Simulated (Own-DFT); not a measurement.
# Computed records: Si7Ge (diamond-structure random alloy, atoms displaced), Al3GaN4 (wurtzite random alloy, strained, atoms displaced)

A calculation, not a measurement: plane-wave density functional theory by an unreviewed code, no spin, of a simulated periodic cell, stress positive in tension, run twice, with PBE and with PBEsol, both on files made for PBE, so the change isn't that of files made for PBEsol, forces on such cells passed a denser k mesh, this cell's mesh not checked; the far tail of each file's local potential was reset to the Coulomb form; each entry is a single point on an unrelaxed cell, so the pressure reflects the starting lattice, mostly measured values (interpolated for alloys), from which strain is counted, and rises with the displacements; printed positions are rounded, which can move forces by about a meV/angstrom; the program, named Own-DFT, is a retired in-house code; no spin-orbit coupling; stress was not checked against mesh or cutoff. Program: Own-DFT development build.

Common to all runs: functional PBE, then PBEsol; potential files PseudoDojo norm-conserving, scalar-relativistic, standard set; wave cutoff 42 hartree; occupations Fermi-Dirac; smearing width 0.1 eV.

```json
{"entry": 1, "formula": "Si7Ge", "kind": "diamond-structure random alloy, atoms displaced", "structure": {"cell_angstrom": [[10.9187, 0.0, 0.0], [0.0, 10.9187, 0.0], [0.0, 0.0, 10.9187]], "atoms_fractional": [["Si", 0.99439, 0.99711, 0.00107], ["Si", 0.99653, 0.25237, 0.25093], ["Si", 0.2418, 0.99886, 0.25487], ["Si", 0.24918, 0.24829, 0.9964], ["Si", 0.12582, 0.12337, 0.12336], ["Si", 0.1246, 0.37544, 0.37409], ["Si", 0.3795, 0.12442, 0.3744], ["Si", 0.3719, 0.37555, 0.12237], ["Si", 0.00093, 0.00208, 0.50178], ["Si", 0.00177, 0.24976, 0.75101], ["Si", 0.2496, 0.99832, 0.75396], ["Si", 0.24872, 0.25126, 0.50014], ["Ge", 0.12278, 0.12317, 0.62585], ["Si", 0.12511, 0.37398, 0.86887], ["Ge", 0.37566, 0.12394, 0.87434], ["Si", 0.37381, 0.3731, 0.62338], ["Si", 0.99955, 0.50127, 0.00907], ["Si", 0.00414, 0.74927, 0.2466], ["Si", 0.25263, 0.50272, 0.24822], ["Si", 0.24833, 0.75019, 0.00105], ["Si", 0.1248, 0.62165, 0.12349], ["Si", 0.12761, 0.87511, 0.37874], ["Si", 0.37361, 0.62351, 0.37381], ["Si", 0.37601, 0.87639, 0.12422], ["Ge", 0.99491, 0.50113, 0.50046], ["Si", 8e-05, 0.75098, 0.74808], ["Si", 0.24806, 0.50177, 0.75098], ["Si", 0.24541, 0.7552, 0.50182], ["Si", 0.12585, 0.623, 0.623], ["Ge", 0.12295, 0.8704, 0.87284], ["Si", 0.37507, 0.62289, 0.87663], ["Si", 0.37577, 0.87547, 0.62278], ["Si", 0.50441, 0.00085, 0.99997], ["Si", 0.50348, 0.2506, 0.2577], ["Si", 0.74905, 0.99983, 0.24431], ["Si", 0.75403, 0.24939, 0.00474], ["Si", 0.62734, 0.12127, 0.12668], ["Si", 0.61884, 0.37333, 0.3757], ["Si", 0.87301, 0.12752, 0.37983], ["Si", 0.88129, 0.37492, 0.12468], ["Si", 0.49972, 0.00391, 0.50116], ["Si", 0.5023, 0.2523, 0.74954], ["Si", 0.74838, 0.99516, 0.7491], ["Si", 0.7489, 0.25073, 0.50229], ["Si", 0.62604, 0.12614, 0.6287], ["Si", 0.62725, 0.37421, 0.87649], ["Si", 0.87376, 0.12641, 0.87707], ["Si", 0.87534, 0.3781, 0.62069], ["Si", 0.49735, 0.49646, 0.00473], ["Ge", 0.50109, 0.74753, 0.24764], ["Si", 0.74894, 0.49855, 0.24392], ["Si", 0.74263, 0.75076, 0.00432], ["Ge", 0.62348, 0.62452, 0.12066], ["Ge", 0.62564, 0.87599, 0.37347], ["Si", 0.86976, 0.62744, 0.37745], ["Si", 0.87499, 0.87767, 0.12409], ["Si", 0.49739, 0.50207, 0.49793], ["Ge", 0.49854, 0.75648, 0.75016], ["Si", 0.74687, 0.49872, 0.74702], ["Si", 0.75298, 0.75398, 0.49771], ["Si", 0.62173, 0.62732, 0.62812], ["Si", 0.62845, 0.87672, 0.86799], ["Si", 0.87821, 0.6193, 0.86581], ["Si", 0.87295, 0.87543, 0.62634]]}, "settings": {"k_mesh": "3 x 3 x 3 centred on Gamma"}, "results": {"PBE_pressure [GPa]": 2.32, "PBE_stress_xx [GPa]": -2.32, "PBE_stress_yy [GPa]": -2.39, "PBE_stress_zz [GPa]": -2.26, "PBE_stress_yz [GPa]": 0.31, "PBE_stress_xz [GPa]": -0.34, "PBE_stress_xy [GPa]": -0.58, "PBEsol_pressure [GPa]": 0.82, "PBEsol_stress_xx [GPa]": -0.81, "PBEsol_stress_yy [GPa]": -0.88, "PBEsol_stress_zz [GPa]": -0.76, "PBEsol_stress_yz [GPa]": 0.32, "PBEsol_stress_xz [GPa]": -0.34, "PBEsol_stress_xy [GPa]": -0.59, "force_element": ["Si", "Si", "Si", "Si", "Si", "Si", "Si", "Si", "Si", "Si", "Si", "Si", "Ge", "Si", "Ge", "Si", "Si", "Si", "Si", "Si", "Si", "Si", "Si", "Si", "Ge", "Si", "Si", "Si", "Si", "Ge", "Si", "Si", "Si", "Si", "Si", "Si", "Si", "Si", "Si", "Si", "Si", "Si", "Si", "Si", "Si", "Si", "Si", "Si", "Si", "Ge", "Si", "Si", "Ge", "Ge", "Si", "Si", "Si", "Ge", "Si", "Si", "Si", "Si", "Si", "Si"], "PBE_force_x [eV/angstrom]": [0.641, 0.685, 1.413, -0.288, -0.655, 0.208, -1.069, 0.177, -0.714, -1.009, 0.242, 0.317, 0.668, -0.198, 0.375, 0.063, 0.186, -0.563, -0.493, 0.517, 0.516, -1.151, -0.36, -0.576, 0.743, -0.286, 0.522, 0.89, -0.118, -0.03, -0.186, -0.624, -0.039, -0.726, 0.813, -0.404, -0.386, 1.225, -0.056, -0.91, 0.146, -0.081, 0.641, -0.204, -0.034, -0.117, 0.023, -0.548, 0.08, -0.83, 0.204, 1.585, 0.065, 0.039, 0.31, -0.247, 0.063, -0.252, 0.156, -0.57, 0.502, -0.308, -0.513, 0.531], "PBE_force_y [eV/angstrom]": [0.645, -0.649, 0.373, 0.403, 0.181, 0.082, 0.064, -0.769, -0.662, 0.278, -0.282, -0.234, 0.244, 0.389, 0.131, 0.495, -0.301, 0.119, -0.519, -0.431, 0.653, -0.032, 0.579, 0.311, 0.242, -0.755, -0.197, -0.996, 0.619, 0.52, 0.137, 0.704, -0.422, -0.421, 0.243, 0.111, 0.98, 0.787, -0.372, -0.047, -0.134, 0.099, 1.204, 0.174, -0.156, 0.013, -0.34, -0.975, -0.071, 0.232, -0.274, 0.332, -0.706, 0.425, -0.026, -0.89, -0.119, -0.833, -0.095, -0.483, -0.081, -0.094, 0.572, 0.019], "PBE_force_z [eV/angstrom]": [-0.336, 0.175, -0.614, 0.304, 0.186, -0.263, 0.134, 0.716, -0.451, -0.172, -0.824, -0.425, 0.217, 1.207, 0.074, 0.237, -2.003, 0.609, 0.162, 0.125, 0.378, -0.301, 0.448, 0.035, -0.63, -0.634, -0.349, -0.041, 0.37, 0.589, 0.25, -0.073, -0.126, -1.609, 0.937, -0.268, -0.1, 0.317, -0.723, 0.315, 0.226, -0.026, -0.056, -0.095, -0.24, 0.323, -0.375, 1.132, -1.189, 0.364, 0.969, -1.648, 0.256, 0.261, -1.246, 0.271, 0.491, 0.164, 0.004, 0.856, -0.922, 1.628, 1.376, -0.362], "PBEsol_force_x [eV/angstrom]": [0.683, 0.672, 1.395, -0.237, -0.643, 0.161, -1.063, 0.171, -0.651, -0.956, 0.194, 0.263, 0.655, -0.196, 0.363, 0.061, 0.18, -0.554, -0.484, 0.463, 0.519, -1.148, -0.31, -0.52, 0.724, -0.226, 0.519, 0.882, -0.167, -0.025, -0.133, -0.562, -0.083, -0.72, 0.761, -0.402, -0.392, 1.221, -0.058, -0.901, 0.193, -0.134, 0.641, -0.208, -0.028, -0.109, 0.02, -0.475, 0.133, -0.724, 0.151, 1.507, 0.018, 0.001, 0.354, -0.246, 0.065, -0.247, 0.146, -0.623, 0.448, -0.365, -0.502, 0.529], "PBEsol_force_y [eV/angstrom]": [0.598, -0.649, 0.369, 0.351, 0.179, 0.13, 0.056, -0.775, -0.603, 0.222, -0.234, -0.284, 0.236, 0.39, 0.126, 0.486, -0.293, 0.118, -0.509, -0.375, 0.644, -0.034, 0.628, 0.269, 0.238, -0.688, -0.19, -0.987, 0.556, 0.511, 0.184, 0.644, -0.38, -0.414, 0.19, 0.113, 0.976, 0.789, -0.375, -0.048, -0.178, 0.057, 1.197, 0.18, -0.16, 0.011, -0.34, -0.91, -0.012, 0.223, -0.225, 0.271, -0.643, 0.371, -0.079, -0.895, -0.112, -0.81, -0.097, -0.427, -0.02, -0.152, 0.559, 0.024], "PBEsol_force_z [eV/angstrom]": [-0.382, 0.178, -0.6, 0.245, 0.175, -0.216, 0.122, 0.712, -0.391, -0.227, -0.76, -0.373, 0.213, 1.195, 0.07, 0.237, -1.982, 0.603, 0.16, 0.076, 0.371, -0.294, 0.4, 0.081, -0.612, -0.579, -0.345, -0.035, 0.313, 0.572, 0.203, -0.02, -0.176, -1.603, 0.982, -0.252, -0.102, 0.321, -0.713, 0.305, 0.184, 0.022, -0.059, -0.093, -0.234, 0.328, -0.382, 1.062, -1.122, 0.35, 0.91, -1.567, 0.299, 0.207, -1.195, 0.272, 0.489, 0.162, -0.003, 0.806, -0.865, 1.559, 1.359, -0.358], "rms_change_of_force_components_from_PBE_to_PBEsol [eV/angstrom]": 0.037}}
{"entry": 2, "formula": "Al3GaN4", "kind": "wurtzite random alloy, strained, atoms displaced", "structure": {"cell_angstrom": [[9.4172, 0.0, 0.0], [-4.7086, 8.1556, 0.0], [0.0, 0.0, 10.0655]], "atoms_fractional": [["Ga", 0.11523, 0.21681, 0.99387], ["Al", 0.23079, 0.10359, 0.25474], ["N", 0.11204, 0.22423, 0.1888], ["N", 0.21456, 0.10671, 0.43759], ["Al", 0.11055, 0.22008, 0.50392], ["Al", 0.23069, 0.12143, 0.75484], ["N", 0.10311, 0.21517, 0.68827], ["N", 0.21971, 0.12016, 0.93946], ["Al", 0.10982, 0.55417, 0.00593], ["Al", 0.22503, 0.44422, 0.24925], ["N", 0.12037, 0.56313, 0.19056], ["N", 0.2087, 0.43967, 0.44616], ["Ga", 0.10981, 0.55489, 0.5025], ["Al", 0.22631, 0.43825, 0.74982], ["N", 0.10326, 0.54773, 0.69275], ["N", 0.21571, 0.44551, 0.94456], ["Al", 0.1068, 0.88451, 0.00013], ["Al", 0.22749, 0.78295, 0.24517], ["N", 0.12415, 0.88417, 0.19681], ["N", 0.22644, 0.78157, 0.44494], ["Al", 0.11488, 0.88759, 0.50455], ["Al", 0.22812, 0.78278, 0.75339], ["N", 0.11867, 0.88413, 0.68389], ["N", 0.21291, 0.7782, 0.93457], ["Al", 0.44121, 0.22837, 0.00105], ["Al", 0.55095, 0.11091, 0.24576], ["N", 0.44214, 0.21986, 0.19589], ["N", 0.54704, 0.10433, 0.4426], ["Al", 0.4409, 0.22046, 0.49572], ["Al", 0.55648, 0.11346, 0.74891], ["N", 0.43865, 0.21864, 0.68562], ["N", 0.55558, 0.11407, 0.94087], ["Ga", 0.44337, 0.56014, 0.99934], ["Ga", 0.5591, 0.4497, 0.24907], ["N", 0.44542, 0.55325, 0.18834], ["N", 0.56313, 0.4477, 0.4361], ["Al", 0.45003, 0.55241, 0.49034], ["Al", 0.56198, 0.45509, 0.75638], ["N", 0.44005, 0.56116, 0.69396], ["N", 0.54811, 0.43948, 0.94091], ["Al", 0.44664, 0.89306, 0.99677], ["Al", 0.55011, 0.77807, 0.25137], ["N", 0.45058, 0.88652, 0.18994], ["N", 0.55188, 0.7688, 0.43463], ["Al", 0.44145, 0.8901, 0.50152], ["Al", 0.5539, 0.77785, 0.76205], ["N", 0.44038, 0.89016, 0.68523], ["N", 0.56324, 0.78395, 0.94675], ["Ga", 0.77644, 0.22501, 0.00446], ["Al", 0.88764, 0.11322, 0.25207], ["N", 0.76973, 0.22283, 0.19087], ["N", 0.89515, 0.10822, 0.44773], ["Al", 0.77293, 0.21864, 0.50746], ["Ga", 0.88401, 0.11084, 0.74622], ["N", 0.77415, 0.21949, 0.69704], ["N", 0.89309, 0.10709, 0.95139], ["Al", 0.77145, 0.54939, 0.99455], ["Ga", 0.88809, 0.44428, 0.24704], ["N", 0.77193, 0.54429, 0.1935], ["N", 0.89044, 0.43975, 0.43663], ["Al", 0.78461, 0.55949, 0.49659], ["Al", 0.88841, 0.44155, 0.74607], ["N", 0.78857, 0.55884, 0.6851], ["N", 0.88608, 0.43157, 0.93494], ["Al", 0.78462, 0.89651, 0.00031], ["Al", 0.87923, 0.76569, 0.24826], ["N", 0.77582, 0.88912, 0.20198], ["N", 0.88854, 0.78123, 0.44396], ["Ga", 0.77206, 0.88898, 0.50245], ["Ga", 0.89743, 0.78745, 0.75026], ["N", 0.77323, 0.88241, 0.69364], ["N", 0.88352, 0.77114, 0.94645]]}, "settings": {"k_mesh": "4 x 4 x 3 centred on Gamma"}, "results": {"PBE_pressure [GPa]": 5.14, "PBE_stress_xx [GPa]": -5.66, "PBE_stress_yy [GPa]": -4.47, "PBE_stress_zz [GPa]": -5.3, "PBE_stress_yz [GPa]": 0.92, "PBE_stress_xz [GPa]": 0.28, "PBE_stress_xy [GPa]": 0.57, "PBEsol_pressure [GPa]": 2.03, "PBEsol_stress_xx [GPa]": -2.54, "PBEsol_stress_yy [GPa]": -1.4, "PBEsol_stress_zz [GPa]": -2.14, "PBEsol_stress_yz [GPa]": 0.93, "PBEsol_stress_xz [GPa]": 0.28, "PBEsol_stress_xy [GPa]": 0.55, "force_element": ["Ga", "Al", "N", "N", "Al", "Al", "N", "N", "Al", "Al", "N", "N", "Ga", "Al", "N", "N", "Al", "Al", "N", "N", "Al", "Al", "N", "N", "Al", "Al", "N", "N", "Al", "Al", "N", "N", "Ga", "Ga", "N", "N", "Al", "Al", "N", "N", "Al", "Al", "N", "N", "Al", "Al", "N", "N", "Ga", "Al", "N", "N", "Al", "Ga", "N", "N", "Al", "Ga", "N", "N", "Al", "Al", "N", "N", "Al", "Al", "N", "N", "Ga", "Ga", "N", "N"], "PBE_force_x [eV/angstrom]": [-3.162, -2.622, 0.473, 1.0, 0.071, -0.734, 1.893, 4.302, -0.541, -0.54, 0.04, 3.486, -0.434, -2.193, 1.353, 0.594, 0.068, 1.904, -3.446, -0.307, -0.766, -0.469, -0.597, 1.531, 0.608, 0.78, 0.246, 0.796, -0.151, -0.905, 0.855, -1.467, -0.452, -0.753, -1.119, -0.268, -1.642, -0.001, 1.767, 1.034, -0.455, 1.574, -1.566, -1.393, 0.76, -0.292, 1.441, -0.707, 0.858, 0.654, 0.922, -2.089, 0.505, 0.716, -1.145, -1.413, 0.955, 1.421, 0.249, -1.535, 0.122, 0.17, -1.494, -0.763, -0.103, 0.543, 0.424, 1.36, 0.481, 0.669, -1.248, 0.146], "PBE_force_y [eV/angstrom]": [2.456, 0.442, -0.641, 0.578, 0.02, -1.64, 0.918, -3.059, 0.058, -0.592, -0.391, -0.41, 0.81, 0.505, 0.818, 0.389, 0.684, -1.409, 0.836, 0.076, 0.011, -1.656, 1.777, 0.001, -1.45, -0.468, -0.069, 1.069, 0.097, -0.473, 1.555, -0.557, -0.523, -1.286, 0.985, -0.821, -0.004, -0.682, -0.423, 0.76, -0.289, -0.452, 0.898, 0.599, -1.078, 0.262, 0.194, 0.73, -1.411, 0.032, -1.139, 1.355, 0.05, -0.757, 0.621, 0.231, -0.378, -0.165, 2.388, -0.456, -0.148, 0.347, -0.922, 3.114, -1.392, 1.682, -0.335, -0.959, -0.726, -0.967, 0.158, 0.624], "PBE_force_z [eV/angstrom]": [2.587, -0.422, 1.179, 0.927, -0.876, -1.451, 0.825, -0.884, -1.269, 0.43, -0.089, -1.517, 0.373, 0.146, 1.032, -1.439, 0.654, 1.94, -1.953, -1.461, -1.56, -1.403, 2.019, 1.493, 0.583, 1.024, -1.531, -0.586, 0.171, 0.118, 0.645, -0.475, 0.213, 0.138, 0.935, 1.723, 1.435, -2.07, -0.426, -0.257, 0.585, -0.295, -0.858, 0.817, -0.513, -1.852, 1.852, -0.585, -0.374, 0.261, 1.133, -0.883, -1.284, 1.552, -1.347, -1.709, 0.682, 0.706, -2.439, 1.206, 0.143, 0.618, 0.85, 0.349, 1.689, 1.004, -1.602, -0.936, -0.454, -0.233, 0.634, 0.363], "PBEsol_force_x [eV/angstrom]": [-3.097, -2.637, 0.49, 0.989, 0.075, -0.765, 1.714, 4.056, -0.564, -0.545, -0.081, 3.289, -0.414, -2.192, 1.364, 0.739, 0.05, 1.926, -3.462, -0.313, -0.789, -0.462, -0.728, 1.532, 0.598, 0.776, 0.248, 0.787, -0.157, -0.899, 0.866, -1.315, -0.428, -0.719, -0.951, -0.247, -1.645, -0.003, 1.765, 0.874, -0.462, 1.59, -1.565, -1.255, 0.797, -0.302, 1.437, -0.703, 0.84, 0.642, 0.932, -2.09, 0.518, 0.714, -0.96, -1.373, 0.95, 1.369, 0.243, -1.377, 0.124, 0.165, -1.487, -0.752, -0.097, 0.551, 0.412, 1.202, 0.501, 0.651, -1.082, 0.141], "PBEsol_force_y [eV/angstrom]": [2.406, 0.446, -0.657, 0.568, 0.013, -1.658, 0.818, -2.934, 0.059, -0.588, -0.463, -0.295, 0.776, 0.481, 0.834, 0.3, 0.713, -1.423, 0.833, -0.089, 0.009, -1.674, 1.709, -0.012, -1.44, -0.465, 0.11, 1.069, 0.105, -0.477, 1.56, -0.455, -0.528, -1.263, 0.904, -0.823, -0.013, -0.668, -0.409, 0.851, -0.308, -0.462, 0.902, 0.698, -1.087, 0.263, 0.201, 0.556, -1.355, 0.043, -0.951, 1.163, 0.032, -0.729, 0.525, 0.443, -0.401, -0.174, 2.175, -0.369, -0.141, 0.33, -0.762, 2.894, -1.421, 1.679, -0.333, -0.849, -0.707, -0.951, 0.238, 0.629], "PBEsol_force_z [eV/angstrom]": [2.542, -0.443, 1.018, 0.935, -0.865, -1.446, 0.889, -0.779, -1.263, 0.426, -0.019, -1.443, 0.365, 0.149, 0.862, -1.339, 0.65, 1.955, -1.943, -1.413, -1.573, -1.415, 2.085, 1.502, 0.603, 1.024, -1.477, -0.59, 0.148, 0.118, 0.635, -0.411, 0.229, 0.14, 0.818, 1.523, 1.446, -2.072, -0.445, -0.193, 0.582, -0.314, -0.86, 0.88, -0.517, -1.852, 1.844, -0.502, -0.364, 0.254, 0.994, -0.819, -1.28, 1.505, -1.27, -1.741, 0.687, 0.703, -2.307, 1.084, 0.124, 0.616, 0.892, 0.42, 1.693, 0.997, -1.588, -0.874, -0.446, -0.247, 0.563, 0.21], "rms_change_of_force_components_from_PBE_to_PBEsol [eV/angstrom]": 0.073}}
```
